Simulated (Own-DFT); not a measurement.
# A change of arrangement and its cost: Ga32P32, 64 atoms

All numbers below are calculated, not measured. They come from Own-DFT, an in-house plane-wave density functional program, since retired, whose code no person has reviewed. Each row is one single-point run on a periodic cell that was not relaxed, without spin or spin-orbit coupling.

Settings of every run: PBE; PseudoDojo norm-conserving scalar-relativistic files; cutoff 42 hartree; 3 x 3 x 3 k mesh centred on Gamma; Fermi-Dirac smearing of 0.1 eV.

Known limits, some of them of some rows only: not probed for a lower state with spin; forces on such cells failed a check on a denser k mesh; forces on such cells passed a denser k mesh, each cell not checked; stress not checked against mesh or cutoff.

All cells hold the same atoms in the same cell, with vectors in Å (10.901, 0.000, 0.000); (0.000, 10.901, 0.000); (0.000, 0.000, 10.901). Every atom was moved at random from its ideal site; u is the rms move along one axis. The defect's site can differ from row to row. E is the free energy of the cell above the lowest run. The arrangements:

- A: zincblende GaP
- B: zincblende GaP, with one Ga on a P site and one P on a Ga site, 2.4 Å apart

```
arrangement,u (Å),E (eV),P (GPa)
A,0.0191,0.042,2.71
A,0.0194,0.000,2.70
A,0.0206,0.142,2.73
A,0.0492,2.167,3.19
A,0.0502,2.489,3.28
A,0.0518,2.680,3.29
B,0.0287,3.698,2.96
B,0.0319,3.832,3.02
B,0.0330,3.977,3.10
B,0.0485,5.268,3.39
B,0.0491,5.115,3.24
B,0.0565,6.338,3.64
```

Question: once the cost of the random moves is taken out, how do the arrangements rank?

## Worked answer

Fit E = a + b u², with one b for all and one a for each arrangement, and with residuals divided by u², since the noise grows with the moves. Then b = 1084 eV/Å², the scatter at u = 0.04 Å is 0.12 eV, and against A:

- B: 3.13 ± 0.05 eV (higher)

These are energies of unrelaxed cells. Relaxing the atoms lowers the strained arrangements most, so the gaps would shrink and small ones could change sign.
